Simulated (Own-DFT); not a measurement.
# Computed records: SiC (4H silicon carbide, strained, atoms displaced), GaN (wurtzite, strained, atoms displaced)

A calculation, not a measurement: plane-wave PBE density functional theory by an unreviewed code, no spin, of a simulated periodic cell, stress positive in tension, free energy of the whole cell less one offset for each atom, forces on such cells passed a denser k mesh, this cell's mesh not checked; offsets are fitted by least squares, one for each functional and potential file, so energies compare only between cells with the same atoms and settings and are not formation energies; the far tail of each file's local potential was reset to the Coulomb form; each entry is a single point on an unrelaxed cell, so the pressure reflects the starting lattice, mostly measured values (interpolated for alloys), from which strain is counted, and rises with the displacements; printed positions are rounded, which can move forces by about a meV/angstrom; the program, named Own-DFT, is a retired in-house code; no spin-orbit coupling. Program: Own-DFT development build.

Settings shared by all entries: functional PBE.

(1) SiC (4H silicon carbide, strained, atoms displaced)

```
CELL_PARAMETERS angstrom
9.15160 0.18290 0.10070
-4.41740 7.83260 0.05980
0.10970 0.13850 10.24220
ATOMIC_POSITIONS crystal
Si 0.99544 0.99059 0.40968
Si 0.11517 0.22381 0.15491
C 0.00177 0.00718 0.08532
C 0.10618 0.21251 0.34107
Si 0.00900 0.32941 0.40793
Si 0.10918 0.56031 0.15189
C 0.00044 0.32985 0.09800
C 0.11405 0.55488 0.34554
Si 0.99947 0.66786 0.40166
Si 0.11181 0.87169 0.15650
C 0.99570 0.66185 0.09086
C 0.10982 0.88799 0.33812
Si 0.33170 0.99569 0.39861
Si 0.43835 0.22464 0.15795
C 0.33929 0.01260 0.09768
C 0.44832 0.22567 0.34334
Si 0.33788 0.33902 0.41371
Si 0.44999 0.56099 0.15501
C 0.33170 0.33447 0.09477
C 0.43900 0.55631 0.33379
Si 0.33907 0.66775 0.39879
Si 0.43835 0.88197 0.16087
C 0.32950 0.67252 0.08692
C 0.44811 0.89515 0.33875
Si 0.65896 0.99294 0.41575
Si 0.78589 0.22640 0.15540
C 0.66413 0.00607 0.08642
C 0.78482 0.22826 0.34409
Si 0.66785 0.33645 0.41229
Si 0.77581 0.55549 0.15657
C 0.66833 0.33569 0.08856
C 0.78113 0.54623 0.34877
Si 0.66038 0.66198 0.39635
Si 0.77703 0.88206 0.15860
C 0.65495 0.65961 0.09299
C 0.78033 0.89138 0.33736
Si 0.99880 0.99336 0.90177
Si 0.88839 0.77934 0.65226
C 0.01022 0.01130 0.59166
C 0.88813 0.78376 0.84411
Si 0.00393 0.67113 0.90271
Si 0.88011 0.43104 0.65746
C 0.00627 0.65702 0.58846
C 0.88440 0.44016 0.84224
Si 0.99457 0.33075 0.91220
Si 0.87692 0.10035 0.65349
C 0.00409 0.33468 0.59359
C 0.88594 0.10614 0.84295
Si 0.66876 0.00292 0.90675
Si 0.55231 0.76977 0.65195
C 0.65531 0.99906 0.59633
C 0.55292 0.77814 0.83758
Si 0.67047 0.67179 0.89635
Si 0.56175 0.44436 0.65034
C 0.66718 0.65693 0.59216
C 0.56367 0.45180 0.83953
Si 0.65752 0.33518 0.90671
Si 0.55729 0.10825 0.66423
C 0.65377 0.32458 0.59031
C 0.55512 0.12353 0.84172
Si 0.33473 0.99882 0.90871
Si 0.22444 0.77893 0.65327
C 0.32930 0.00495 0.59045
C 0.22610 0.78170 0.84172
Si 0.32930 0.66121 0.89950
Si 0.21792 0.45065 0.66248
C 0.33220 0.65289 0.59710
C 0.21733 0.43529 0.83800
Si 0.33941 0.33861 0.89976
Si 0.22682 0.11557 0.65280
C 0.34268 0.33276 0.59549
C 0.21828 0.11446 0.85121
```

| Property | Result |
| --- | --- |
| potential files | PseudoDojo norm-conserving, scalar-relativistic, standard set |
| wave cutoff | 42 hartree |
| occupations | Fermi-Dirac |
| smearing width | 0.1 eV |
| hardware | one NVIDIA H100 |
| k mesh | 4 x 4 x 3 centred on Gamma |
| free energy of cell above offsets | -5.525 eV |
| pressure | 5.75 GPa |
| stress xx | -9.47 GPa |
| stress yy | -10.47 GPa |
| stress zz | 2.7 GPa |
| stress yz | 4.07 GPa |
| stress xz | 4.23 GPa |
| stress xy | 8.59 GPa |
| wall time | 350.3 s |

Force:
```tsv
element	x (eV/Å)	y (eV/Å)	z (eV/Å)
Si	-0.201	1.425	-1.186
Si	-0.002	-1.079	0.397
C	0.66	-2.281	1.356
C	1.679	0.677	0.554
Si	-2.06	0.412	-0.177
Si	1.691	-1.88	1.32
C	-0.043	1.666	-1.256
C	0.434	0.498	-1.207
Si	0.972	-0.964	1.309
Si	-1.804	3.863	-1.003
C	-0.681	0.302	-0.746
C	0.756	-0.545	0.561
Si	-1.246	1.579	1.385
Si	1.848	0.931	0.407
C	-0.029	-3.094	-0.653
C	-0.137	0.044	0.192
Si	-0.517	-1.659	-1.492
Si	-2.65	-1.852	-1.048
C	-0.06	1.46	-1.259
C	2.08	-0.259	1.37
Si	-2.323	0.049	1.602
Si	0.708	2.476	-2.426
C	0.72	-0.979	0.295
C	0.995	-1.512	1.382
Si	0.501	2.148	-2.65
Si	-1.743	-1.123	0.637
C	0.781	-1.291	1.936
C	-0.007	-1.202	0.784
Si	0.512	-2.523	-1.456
Si	-0.082	-1.236	-0.071
C	-0.51	-0.009	0.989
C	-1.453	2.505	-1.762
Si	0.947	0.255	1.037
Si	-0.676	1.905	-2.428
C	2.49	1.933	-0.923
C	-0.366	-1.079	2.257
Si	-0.754	2.202	1.427
Si	1.527	-0.461	0.008
C	-0.985	-2.222	-0.11
C	1.058	-1.461	-1.368
Si	-0.434	-1.171	-0.251
Si	-0.06	1.298	-0.608
C	-1.868	1.038	0.794
C	-0.281	0.829	0.451
Si	0.685	-0.72	-0.91
Si	0.894	2.058	0.919
C	-0.248	-1.451	-0.045
C	-0.391	0.539	-0.567
Si	-0.739	-0.321	-0.401
Si	-0.261	-0.146	0.853
C	2.584	-1.723	-0.752
C	-0.094	0.287	0.341
Si	-0.892	-0.489	1.665
Si	-1.585	-0.89	1.826
C	-0.418	2.68	-1.558
C	-1.589	0.066	-0.71
Si	2.27	0.42	0.585
Si	-3.404	0.767	-0.999
C	2.894	0.103	0.84
C	0.709	-1.971	0.735
Si	-0.638	1.046	0.26
Si	-0.337	-0.19	-0.208
C	2.418	-1.719	-0.499
C	-0.597	-0.301	-0.252
Si	0.537	0.277	0.632
Si	1.159	-3.684	-1.152
C	-0.2	3.896	-2.157
C	-0.947	1.417	1.985
Si	-0.14	-0.73	1.411
Si	-0.877	-0.034	1.832
C	-1.738	1.634	-0.05
C	1.553	-0.434	-1.991
```

(2) GaN (wurtzite, strained, atoms displaced)

```
CELL_PARAMETERS angstrom
12.75600 0.00000 0.00000
-4.78350 8.28530 0.00000
0.00000 0.00000 10.62920
ATOMIC_POSITIONS crystal
Ga 0.07841 0.21322 0.00162
Ga 0.16590 0.12581 0.25024
N 0.07897 0.21664 0.18944
N 0.17451 0.11190 0.43839
Ga 0.08218 0.22162 0.49930
Ga 0.16215 0.11504 0.74710
N 0.08807 0.22690 0.68403
N 0.16279 0.10978 0.93533
Ga 0.08134 0.54563 0.99467
Ga 0.16507 0.43961 0.25277
N 0.07917 0.54574 0.18422
N 0.16408 0.44793 0.44006
Ga 0.07527 0.55013 0.50005
Ga 0.17224 0.44770 0.74534
N 0.08788 0.55770 0.69288
N 0.16579 0.43942 0.93899
Ga 0.08213 0.88860 0.00714
Ga 0.17055 0.77937 0.24705
N 0.08301 0.88230 0.19394
N 0.16916 0.77382 0.42808
Ga 0.07619 0.87846 0.50040
Ga 0.15995 0.76865 0.74852
N 0.08049 0.90166 0.69125
N 0.17040 0.77926 0.93947
Ga 0.32713 0.22006 0.99970
Ga 0.41480 0.11391 0.24358
N 0.33319 0.22918 0.18223
N 0.40879 0.10234 0.44024
Ga 0.33173 0.22140 0.49849
Ga 0.41385 0.11434 0.75072
N 0.33286 0.22283 0.69329
N 0.41340 0.10846 0.93472
Ga 0.33331 0.55429 0.99827
Ga 0.41065 0.42754 0.25130
N 0.34093 0.56352 0.19318
N 0.41872 0.44456 0.44123
Ga 0.33243 0.55870 0.50665
Ga 0.41864 0.43557 0.75536
N 0.33214 0.56904 0.68635
N 0.41584 0.44715 0.94653
Ga 0.33142 0.89579 0.00535
Ga 0.41889 0.76977 0.25151
N 0.32827 0.88780 0.18359
N 0.41739 0.77918 0.43858
Ga 0.33896 0.88360 0.50789
Ga 0.42088 0.78345 0.74628
N 0.33154 0.88755 0.69000
N 0.42186 0.78189 0.94023
Ga 0.58727 0.21668 0.01053
Ga 0.66252 0.11324 0.25066
N 0.58712 0.22294 0.18350
N 0.67395 0.11564 0.43381
Ga 0.57800 0.21423 0.50130
Ga 0.65627 0.10890 0.74770
N 0.58132 0.21643 0.69328
N 0.65803 0.09891 0.93962
Ga 0.58267 0.55859 0.99563
Ga 0.67105 0.44382 0.25105
N 0.58415 0.55713 0.18890
N 0.66194 0.44082 0.43851
Ga 0.58891 0.56162 0.50326
Ga 0.66014 0.43456 0.74706
N 0.58280 0.55361 0.69168
N 0.67336 0.44984 0.93773
Ga 0.58510 0.88920 0.99189
Ga 0.66378 0.77108 0.25686
N 0.57928 0.89227 0.18560
N 0.66766 0.78376 0.44313
Ga 0.57885 0.89279 0.50735
Ga 0.66265 0.77431 0.75497
N 0.58641 0.89876 0.69279
N 0.66551 0.77133 0.94134
Ga 0.83614 0.22556 0.00043
Ga 0.92061 0.11460 0.25042
N 0.83345 0.21749 0.18278
N 0.91860 0.12016 0.43932
Ga 0.82819 0.21644 0.50084
Ga 0.91819 0.10651 0.74596
N 0.83021 0.21576 0.69028
N 0.92084 0.11539 0.94269
Ga 0.83735 0.56726 0.99933
Ga 0.92212 0.44060 0.24781
N 0.83598 0.55565 0.18809
N 0.91103 0.44657 0.43623
Ga 0.83897 0.55561 0.50339
Ga 0.90772 0.43448 0.74912
N 0.83971 0.56674 0.68735
N 0.91242 0.44969 0.93552
Ga 0.83860 0.88256 0.99805
Ga 0.92034 0.77826 0.25513
N 0.83312 0.87509 0.18064
N 0.92311 0.78522 0.43723
Ga 0.83502 0.88763 0.50128
Ga 0.92282 0.77998 0.75069
N 0.83037 0.87690 0.68611
N 0.91594 0.77571 0.93366
```

| Property | Result |
| --- | --- |
| potential files | PseudoDojo norm-conserving, scalar-relativistic, standard set with the stringent files for Ga |
| wave cutoff | 96 hartree |
| occupations | Gaussian |
| smearing width | 0.01 eV |
| k mesh | 3 x 4 x 3 centred on Gamma |
| free energy of cell above offsets | -5.616 eV |
| pressure | 2.34 GPa |
| stress xx | -4.91 GPa |
| stress yy | -5.13 GPa |
| stress zz | 3.03 GPa |
| stress yz | -0.71 GPa |
| stress xz | -0.18 GPa |
| stress xy | -0.06 GPa |

Force:
```tsv
element	x (eV/Å)	y (eV/Å)	z (eV/Å)
Ga	0.706	1.266	-0.024
Ga	1.949	-2.418	0.841
N	0.145	1.215	-0.701
N	-2.26	-0.508	-0.467
Ga	0.85	0.322	-0.121
Ga	1.285	0.182	0.909
N	-1.137	0.081	-0.064
N	0.164	-0.247	0.337
Ga	-0.476	1.059	0.389
Ga	0.212	1.275	-0.189
N	1.168	0.883	-0.195
N	0.595	-0.605	-0.175
Ga	0.674	0.915	0.078
Ga	-0.731	-0.243	1.144
N	-1.401	-1.456	-1.152
N	0.414	-0.287	-0.534
Ga	0.603	-0.386	-0.493
Ga	-0.486	-1.078	0.255
N	-0.369	1.609	-0.832
N	-0.476	-0.063	2.003
Ga	2.532	1.698	0.185
Ga	0.181	2.029	1.013
N	1.834	-1.479	-1.256
N	-1.137	-0.682	-0.343
Ga	0.771	0.094	-0.685
Ga	0.291	-0.799	0.812
N	-0.134	-2.35	-0.038
N	1.046	0.626	-0.631
Ga	0.878	0.555	0.952
Ga	0.184	-1.23	0.548
N	-0.529	-0.15	-0.932
N	0.172	1.175	0.805
Ga	-0.687	1.171	0.78
Ga	0.471	3.846	0.823
N	-0.812	-2.869	-0.83
N	-0.426	0.177	-0.059
Ga	0.359	-0.561	-1.127
Ga	-1.185	1.334	0.152
N	1.865	-1.214	0.328
N	0.422	-0.904	-1.473
Ga	1.164	-0.936	-1.17
Ga	-0.779	1.986	0.072
N	1.431	0.68	0.834
N	0.657	-0.325	0.004
Ga	-2.216	0.13	-0.826
Ga	-0.866	0.004	1.854
N	-0.172	0.451	-0.085
N	-1.224	-0.731	-0.798
Ga	-1.031	0.81	-2.65
Ga	1.578	-0.956	-0.337
N	-1.343	0.244	1.755
N	-2.08	-0.943	0.518
Ga	-0.042	0.659	-0.426
Ga	2.366	0.537	2.027
N	-1.409	0.736	-1.666
N	1.11	2.391	-1.004
Ga	0.938	-1.186	1.5
Ga	-0.671	0.695	-0.168
N	-0.002	-1.109	-0.019
N	0.967	0.139	0.375
Ga	-0.657	-0.602	-0.22
Ga	1.069	1.597	1.131
N	-0.251	0.026	-0.38
N	-0.963	-1.093	-0.241
Ga	0.096	-1.213	1.906
Ga	-0.213	0.996	-1.031
N	1.224	-0.162	0.315
N	0.008	-0.091	-0.024
Ga	1.256	0.012	-0.861
Ga	0.708	0.364	-0.075
N	0.391	-1.739	-1.012
N	0.322	1.513	-1.041
Ga	-0.764	-0.394	-0.467
Ga	-1.458	-1.749	0.012
N	-0.327	0.149	0.859
N	0.363	-1.168	-0.385
Ga	0.78	1.257	0.533
Ga	-0.358	-0.027	0.647
N	-0.29	-0.145	-0.457
N	-0.996	-1.261	-1.359
Ga	-0.102	-1.48	0.807
Ga	-1.657	-0.06	0.071
N	0.374	-0.14	0.084
N	1.401	-1.18	-0.196
Ga	-1.993	0.444	-0.133
Ga	0.694	1.063	0.367
N	-0.296	-1.897	-0.302
N	0.937	-0.786	-0.121
Ga	-1.666	0.753	0.379
Ga	-0.307	-0.565	-0.689
N	-0.621	1.266	1.402
N	-1.647	-1.307	-0.026
Ga	-0.36	0.466	-0.023
Ga	-1.184	-0.204	0.384
N	-0.453	1.087	0.403
N	1.039	1.012	-0.076
```
